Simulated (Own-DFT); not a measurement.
# Strain and stress in wurtzite AlN, 72 atoms (Al36N36)

All numbers below are calculated, not measured. The program, named Own-DFT, is a retired in-house plane-wave density functional code that no person has reviewed. Each row is one single-point run on a periodic cell that was not relaxed, without spin or spin-orbit coupling.

Settings of every run: PBE; PseudoDojo norm-conserving scalar-relativistic files; cutoff 42 hartree; 4 x 4 x 3 k mesh centred on Gamma; Gaussian smearing of 0.01 eV.

Known limits: k mesh not checked against a denser one; stress not checked against mesh or cutoff.

Unstrained cell vectors in Å: (9.336, 0.000, 0.000); (-4.668, 8.085, 0.000); (0.000, 0.000, 9.964). The unstrained cell has measured lattice constants (interpolated for alloys), not those of this functional. That, the random moves and any unrelaxed bonds set the pressure at no strain. Each run strains this cell uniformly, with the atoms carried along. Every atom was also moved at random, by a Gaussian of width 0.05 Å on each axis. Strain is the symmetric tensor, in per cent. Stress is positive in tension, and the pressure is minus a third of its trace.

| run | e_xx (%) | e_yy (%) | e_zz (%) | e_yz (%) | e_xz (%) | e_xy (%) | s_xx (GPa) | s_yy (GPa) | s_zz (GPa) | s_yz (GPa) | s_xz (GPa) | s_xy (GPa) | P (GPa) | E (meV/atom) |
|---|---|---|---|---|---|---|---|---|---|---|---|---|---|---|
| 1 | 0.67 | 1.23 | -1.18 | -0.67 | 1.57 | -1.21 | -3.79 | 1.11 | -9.54 | -1.62 | 4.56 | -3.78 | 4.07 | 12.2 |
| 2 | 0.76 | 1.43 | -1.52 | -1.37 | 1.14 | -0.44 | -1.11 | 1.84 | -13.64 | -2.80 | 2.32 | -2.56 | 4.30 | 14.1 |
| 3 | -1.91 | -0.15 | 1.30 | -0.35 | -1.14 | -0.38 | -14.64 | -6.32 | -2.15 | -0.46 | -2.23 | -1.50 | 7.70 | 21.7 |
| 4 | -1.98 | -0.43 | -1.35 | -1.27 | 1.80 | -1.55 | -15.02 | -10.79 | -16.45 | -3.16 | 4.97 | -5.07 | 14.09 | 33.0 |
| 5 | -0.95 | -1.61 | 0.37 | -0.80 | -1.41 | 0.39 | -13.14 | -16.54 | -4.00 | -0.89 | -5.01 | 4.24 | 11.23 | 35.5 |
| 6 | -0.22 | -1.30 | 1.24 | 1.53 | -1.52 | -1.08 | -7.65 | -9.31 | -1.95 | 4.24 | -3.85 | -3.03 | 6.30 | 10.8 |
| 7 | -0.36 | -0.64 | 1.63 | -0.93 | 0.22 | -1.88 | -7.27 | -8.33 | 1.11 | -0.79 | 0.73 | -6.47 | 4.83 | 27.2 |
| 8 | 1.38 | 0.38 | -0.16 | 0.14 | 1.78 | -1.20 | 0.97 | -4.03 | -3.74 | 0.24 | 4.25 | -5.38 | 2.27 | 11.6 |
| 9 | -1.50 | -1.74 | 0.90 | 1.95 | 1.97 | 1.00 | -16.52 | -15.15 | -2.61 | 4.53 | 4.65 | 5.93 | 11.43 | 39.3 |
| 10 | -0.21 | -0.25 | 1.70 | 0.10 | 1.17 | -1.14 | -7.98 | -4.24 | 1.91 | -0.22 | 3.25 | -5.27 | 3.44 | 11.7 |
| 11 | -1.88 | 0.42 | 1.67 | 1.55 | 0.57 | -0.84 | -14.35 | -3.92 | 0.69 | 3.27 | 1.88 | -2.25 | 5.86 | 24.4 |
| 12 | -0.42 | -1.61 | -0.92 | -1.31 | -1.86 | -0.19 | -10.94 | -15.48 | -11.52 | -1.78 | -4.93 | 0.50 | 12.65 | 44.9 |
| 13 | -0.01 | -0.71 | 0.97 | 1.98 | -1.55 | 0.84 | -5.49 | -9.70 | -2.07 | 4.27 | -4.28 | 4.66 | 5.75 | 30.0 |
| 14 | 0.33 | 1.13 | -1.86 | 0.36 | -0.88 | 1.67 | -5.72 | -1.58 | -11.23 | 0.51 | -1.82 | 5.21 | 6.18 | 15.9 |
| 15 | 1.63 | -1.43 | 0.48 | 1.05 | 1.08 | 1.23 | 1.04 | -9.85 | -4.45 | 2.21 | 2.70 | 3.60 | 4.42 | 12.0 |
| 16 | 0.53 | 0.79 | -0.92 | 0.34 | -0.36 | 1.61 | -5.08 | -2.60 | -5.18 | 0.86 | -0.73 | 5.88 | 4.29 | 0.0 |
| 17 | 1.89 | -1.21 | 1.60 | -0.16 | 1.91 | -1.42 | 0.29 | -5.42 | 1.28 | 0.25 | 4.78 | -5.47 | 1.28 | 21.3 |
| 18 | -0.72 | 0.13 | 1.36 | -1.96 | 1.84 | -0.12 | ? | ? | ? | ? | ? | ? | ? | ? |

E is the free energy for each atom above the lowest run shown.

## Worked fit

Each stress component was fitted by least squares to a constant and the strains of the runs shown, as fractions, with shears doubled. Shear strains stay in the fit of a normal stress only where such slopes are resolved. The slopes, in GPa:

| stress | at no strain | per e_xx | per e_yy | per e_zz | scatter |
|---|---|---|---|---|---|
| s_xx | -6.6 | 459 ± 26 | 96 ± 34 | 39 ± 29 | 1.25 |
| s_yy | -5.5 | 130 ± 28 | 517 ± 36 | 125 ± 31 | 1.34 |
| s_zz | -5.6 | 86 ± 38 | 82 ± 49 | 455 ± 42 | 1.81 |

Each shear stress against twice its own strain: yz 101 ± 7, xz 128 ± 5, xy 178 ± 16 GPa. These are stiffnesses along x, y and z of the frame in which the cell vectors are given, which need not be the crystal's axes. The atoms are held to the strained lattice; where symmetry lets them move under strain, relaxing them would lower some slopes. The table should be nearly symmetric about its diagonal, and what it lacks of that shows the noise. A ninth of its sum, 221 ± 6 GPa, estimates the bulk modulus near the mean pressure of these runs, 6.5 GPa, so it lies above the value at zero pressure.

## Withheld run

Question: what normal stresses and pressure should run 18 give?

The fit gives s_xx = -9.2, s_yy = -4.0, s_zz = 0.1 and P = 4.4 GPa. The calculation gave -9.61, -4.41, 1.29 and P = 4.24 GPa.
